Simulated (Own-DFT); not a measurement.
# Biaxial strain at fixed height in wurtzite GaN, 72 atoms (Ga36N36)

The numbers are computed, not measured, by runs of the plane-wave DFT program Own-DFT (in-house, retired, unreviewed) at fixed positions, with no spin and no spin-orbit coupling.

Settings: PBE; PseudoDojo norm-conserving scalar-relativistic files (stringent for Ga); cutoff 96 hartree; 4 x 4 x 3 k mesh centred on Gamma; Gaussian smearing of 0.01 eV.

Limits: forces not confirmed at this smearing and k mesh; stress not checked against mesh or cutoff.

Unstrained cell vectors in Å: (9.567, 0.000, 0.000); (-4.784, 8.285, 0.000); (0.000, 0.000, 10.370). The unstrained cell has measured lattice constants (interpolated for alloys), not those of this functional. That, the random moves and any unrelaxed bonds set the pressure at no strain. Each run strains x and y alike by e, as a substrate would, and holds the height along z. All atoms carry random offsets, Gaussian with a width of 0.05 Å per axis. Stress is positive in tension.

| e (%) | u (Å) | (s_xx + s_yy)/2 (GPa) | s_zz (GPa) |
|---|---|---|---|
| -3.00 | 0.052 | -26.24 | -11.98 |
| -2.25 | 0.053 | -20.03 | -11.73 |
| -1.75 | 0.051 | ? | ? |
| -1.00 | 0.051 | -12.02 | -8.70 |
| -0.50 | 0.049 | -9.97 | -8.26 |
| -0.25 | 0.049 | -7.73 | -9.06 |
| 0.50 | 0.051 | -4.40 | -6.28 |
| 1.00 | 0.052 | -1.63 | -6.36 |
| 1.50 | 0.051 | 0.37 | -4.68 |
| 3.00 | 0.049 | 6.95 | -4.01 |

## Working it out

With e as a fraction, the in-plane stress is -6.7 + 542 e - 3119 e² GPa (errors 9 and 434, scatter 0.45), and s_zz is -7.7 + 148 e GPa (slope ± 13, scatter 0.70). At e = 0 the first slope is C11 + C12 and the second 2 C13, both with the ions held to the strained lattice and at the cell's own pressure. The term in e² is negative: the layer stiffens under compression and softens under tension. A free layer would change its height as e changes, and the in-plane slope would drop by 2 C13²/C33 to the biaxial modulus. At fixed height, a misfit of 1 % moves the in-plane stress by about 5.4 GPa and s_zz by 1.5 GPa.

## The run left out

The question: what are the two stresses at e = -1.75 %?

From the fit: -17.2 and -10.3 GPa. Computed: -16.71 and -11.12 GPa.
